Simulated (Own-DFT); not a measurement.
# How HSE06 shifts the pressure of corundum Al2O3, 78 atoms (Al32O46), with two O vacancies

These are calculations. Each geometry was run twice at fixed positions with Own-DFT, a retired in-house plane-wave program that no person has reviewed: with PBE, and with HSE06 (exact exchange share 0.25 at short range, screening 0.11 per bohr, Gygi-Baldereschi treatment of its divergence). Both used PseudoDojo norm-conserving files made for PBE, a cutoff of 48 hartree, the Gamma point alone, fixed occupations, a neutral cell and no spin. With Gamma alone and a thickness of 7.9 Å, finite-size errors remain in every number. The oxygen file's force components were 24 meV/Å off all-electron values in a glass.

Unstrained cell vectors in Å: (5.494, 0.000, 8.660); (-2.747, 4.758, 8.660); (-2.747, -4.758, 8.660), volume V0 = 679.1 Å³, from measured lattice constants. Each geometry has its own random strain of a few per cent, its own defect sites and random moves of rms u per axis. HSE06 gave the energy alone. D is its energy less that of PBE, over the lowest D shown. The PBE stress wasn't checked against mesh or cutoff.

| run | V - V0 (Å³) | u (Å) | P with PBE (GPa) | D (eV) |
|---|---|---|---|---|
| 1 | 0.0 | 0.0560 | 10.64 | 0.738 |
| 2 | 9.1 | 0.0310 | 4.45 | 0.882 |
| 3 | -4.5 | 0.0292 | 9.00 | 0.363 |
| 4 | -13.0 | 0.0321 | 12.84 | 0.000 |
| 5 | 8.0 | 0.0482 | 6.81 | 0.950 |
| 6 | -3.3 | 0.0307 | 8.31 | 0.454 |
| 7 | -11.3 | 0.0477 | 13.51 | 0.213 |
| 8 | -1.6 | 0.0532 | 9.85 | 0.627 |
| 9 | 10.3 | 0.0502 | 5.74 | 1.078 |
| 10 | -8.6 | 0.0510 | 12.37 | 0.374 |
| 11 | 3.9 | 0.0498 | 8.36 | 0.773 |
| 12 | 1.5 | 0.0316 | 6.71 | 0.607 |
| 13 | 1.1 | 0.0309 | 7.28 | ? |

## Analysis

D = 0.46 + 0.0385 (V - V0) + 85 u² eV, with an error of 0.0011 on the volume slope, 10 on the last term and a scatter of 0.03 eV. Pressure is -dE/dV, and 1 eV/Å³ is 160.2 GPa, so HSE06 changes the pressure by -6.2 ± 0.2 GPa. With the ions held to the strained lattice, the PBE pressure falls by 243 ± 11 GPa per unit of volume strain; the shape of the strain isn't fitted, so the true error is larger, and a relaxed crystal would be softer. On that slope HSE06's volume at a given pressure is about 2.5 % smaller, or 0.8 % in lengths. At u = 0 and V0 the PBE pressure is 6.3 GPa, which puts the zero-pressure volume, against the measured cell and with the defects in, at +2.6 % for PBE and +0.1 % for HSE06, each good to a few tenths of a per cent.

## Check

Q: what D should run 13 give?

Estimate: 0.58 eV, with rows scattering by 0.03. The hidden result is 0.588 eV.
